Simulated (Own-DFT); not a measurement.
# Response to strain: C40 NbSi2, 36 atoms (Nb12Si24)

Calculated, not measured: single-point runs of Own-DFT, a retired in-house plane-wave DFT program that no person has reviewed, on unrelaxed cells, without spin or spin-orbit coupling.

Common settings: PBE; PseudoDojo norm-conserving scalar-relativistic files; cutoff 42 hartree; 4 x 4 x 5 k mesh centred on Gamma; cold (Marzari-Vanderbilt) smearing of 0.2 eV.

Keep in mind: forces on such cells failed a check on a denser k mesh; stress not checked against mesh or cutoff.

Unstrained cell vectors in Å: (0.000, 8.324, 0.000); (-9.613, 0.000, 0.000); (0.000, 0.000, 6.586). The unstrained cell was taken from the Materials Project. The random moves and any unrelaxed bonds add to the pressure at no strain. A uniform strain is put on this cell, atoms riding along. Random moves of width 0.05 Å per axis were added to every atom. Strain is the symmetric tensor, in per cent. Stress is positive in tension, and the pressure is minus a third of its trace.

| run | e_xx (%) | e_yy (%) | e_zz (%) | e_yz (%) | e_xz (%) | e_xy (%) | s_xx (GPa) | s_yy (GPa) | s_zz (GPa) | s_yz (GPa) | s_xz (GPa) | s_xy (GPa) | P (GPa) | E (meV/atom) |
|---|---|---|---|---|---|---|---|---|---|---|---|---|---|---|
| 1 | 0.09 | -1.77 | -0.93 | 1.27 | -0.40 | -1.11 | -3.98 | -10.67 | -9.73 | 4.33 | -1.63 | -3.41 | 8.13 | 24.4 |
| 2 | -0.31 | 0.92 | 1.10 | -1.71 | 0.01 | 0.09 | -1.95 | 1.92 | 1.49 | -4.65 | 0.19 | -0.07 | -0.49 | 1.0 |
| 3 | 0.18 | -0.96 | -0.63 | -0.33 | -1.08 | 0.60 | -2.93 | -5.94 | -7.03 | -1.03 | -2.91 | 1.83 | 5.30 | 2.5 |
| 4 | -1.50 | -0.15 | -0.31 | 0.94 | 1.62 | -1.78 | -9.02 | -4.18 | -6.49 | 3.16 | 5.41 | -5.45 | 6.56 | 19.9 |
| 5 | -0.33 | -0.54 | -0.58 | 1.96 | -0.89 | -0.60 | -3.94 | -4.91 | -7.64 | 6.50 | -2.63 | -2.22 | 5.50 | 8.4 |
| 6 | -0.09 | -1.38 | 1.37 | 1.86 | 1.59 | -1.55 | -3.03 | -6.59 | 0.41 | 5.83 | 5.15 | -5.33 | 3.07 | 26.2 |
| 7 | -0.91 | -1.45 | 1.33 | -0.05 | -0.35 | 0.53 | -6.00 | -7.28 | 0.04 | -0.58 | -0.96 | 1.76 | 4.41 | 13.8 |
| 8 | 1.98 | -1.15 | 1.43 | -0.16 | -0.09 | -1.47 | 4.80 | -4.19 | 3.49 | -0.81 | -0.44 | -4.15 | -1.37 | 3.0 |
| 9 | -1.57 | 1.20 | -1.28 | 0.37 | 1.32 | -1.52 | -9.41 | -0.65 | -10.40 | 1.72 | 4.37 | -4.36 | 6.82 | 30.8 |
| 10 | 1.62 | -1.14 | -1.45 | 0.69 | 0.38 | -1.84 | 1.32 | -6.88 | -10.34 | 2.57 | 0.82 | -5.21 | 5.30 | 18.3 |
| 11 | 1.64 | -1.71 | -1.36 | 0.55 | -0.17 | 1.61 | 0.94 | -9.27 | -10.50 | 1.87 | -0.97 | 5.01 | 6.28 | 24.9 |
| 12 | -1.37 | 0.81 | 1.24 | 0.20 | 1.62 | -0.10 | -6.59 | 0.15 | 0.39 | 0.09 | 5.63 | -0.81 | 2.02 | 29.9 |
| 13 | 1.54 | -0.20 | -0.01 | 0.07 | 0.63 | -0.61 | 2.93 | -1.87 | -2.62 | 0.10 | 1.54 | -1.68 | 0.52 | 0.0 |
| 14 | 0.11 | 0.18 | -1.98 | 0.13 | -1.44 | 1.72 | -4.13 | -2.75 | -13.99 | 0.66 | -5.51 | 5.38 | 6.96 | 27.4 |
| 15 | -1.35 | 0.02 | 0.61 | 0.28 | 0.53 | 0.42 | ? | ? | ? | ? | ? | ? | ? | ? |

E is the free energy per atom, counted from the lowest run shown.

## Working it out

Least squares on the runs shown: each stress against a constant and the strains, taken as fractions with shears doubled. Shear strains stay in the fit of a normal stress only where such slopes are resolved. The slopes, in GPa:

| stress | at no strain | per e_xx | per e_yy | per e_zz | scatter |
|---|---|---|---|---|---|
| s_xx | -2.8 | 372 ± 11 | 58 ± 14 | 84 ± 10 | 0.42 |
| s_yy | -2.4 | 78 ± 13 | 385 ± 15 | 85 ± 11 | 0.47 |
| s_zz | -4.2 | 91 ± 14 | 76 ± 16 | 464 ± 11 | 0.50 |

The slope of each shear stress on twice its own strain, from a fit on all six strains: yz 153 ± 8, xz 158 ± 8, xy 147 ± 4 GPa. These are stiffnesses along x, y and z of the frame in which the cell vectors are given, which need not be the crystal's axes. No internal relaxation is included, and where it is allowed it would reduce some of the slopes. Symmetry asks for nearly equal slopes across the diagonal; the mismatch is a measure of noise. A ninth of the table's sum, 188 ± 8 GPa, estimates the bulk modulus near the mean pressure of these runs, 4.2 GPa, so it lies above the value at zero pressure.

## Check

Question: what normal stresses and pressure should run 15 give?

The fitted form gives s_xx = -7.3, s_yy = -2.9, s_zz = -2.6 and P = 4.3 GPa. The run itself gave -7.04, -2.52, -2.13 and P = 3.90 GPa.
